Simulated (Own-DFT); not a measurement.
# Response to strain: wurtzite GaN, 72 atoms (Ga36N36)

These are calculations, not measurements. They come from Own-DFT, an in-house plane-wave density functional program, since retired, whose code no person has reviewed. Each row is one single-point run on a periodic cell that was not relaxed, without spin or spin-orbit coupling.

Settings of every run: PBE; PseudoDojo norm-conserving scalar-relativistic files (stringent for Ga); cutoff 96 hartree; 4 x 4 x 3 k mesh centred on Gamma; Gaussian smearing of 0.01 eV.

Known limits: forces not confirmed at this smearing and k mesh; stress not checked against mesh or cutoff.

Unstrained cell vectors in Å: (9.567, 0.000, 0.000); (-4.784, 8.285, 0.000); (0.000, 0.000, 10.370). The unstrained cell has measured lattice constants (interpolated for alloys), not those of this functional. That, the random moves and any unrelaxed bonds set the pressure at no strain. Each run strains this cell uniformly, with the atoms carried along. Every atom was also moved at random, by a Gaussian of width 0.05 Å on each axis. Strain is the symmetric tensor, in per cent. Stress is positive in tension, and the pressure is minus a third of its trace.

```
run  e_xx (%)  e_yy (%)  e_zz (%)  s_xx (GPa)  s_yy (GPa)  s_zz (GPa)  P (GPa)  E (meV/atom)
  1      0.00      0.00     -1.75       -9.88       -7.42      -15.51    10.94          39.7
  2      0.00      0.00     -1.50       -6.48       -9.26      -14.38    10.04          31.7
  3      0.00      0.00      0.50       -5.97       -8.64       -3.67     6.09          12.1
  4      0.00      0.00      1.00       -7.66       -5.50       -3.25     5.47          25.3
  5      0.00      0.00      3.00       -6.40       -3.79        4.82     1.79          19.1
  6      0.00      0.00      2.50       -4.51       -4.73        2.65     2.20           6.7
  7      0.00      0.00     -1.00       -7.50       -7.76      -11.33     8.86          23.6
  8      0.00      0.00      2.00       -5.03       -4.98        1.55     2.82           0.0
  9      0.00      0.00      1.25           ?           ?           ?        ?             ?
```

E is the free energy for each atom above the lowest run shown.

## Worked fit

The change of volume is close to e_xx + e_yy + e_zz. A straight line through the runs shown gives P = 7.18 - 195 x (fractional change of volume) GPa, with an error of 7 on the slope and a scatter of 0.34 GPa. The strain isn't the same on all axes and the cell isn't cubic, so the slope belongs to this path and is not the bulk modulus.

## Withheld run

Question: what pressure should run 9 give? Its volume changes by 1.25 %.

The line gives 4.7 GPa. The calculation gave 4.67 GPa.
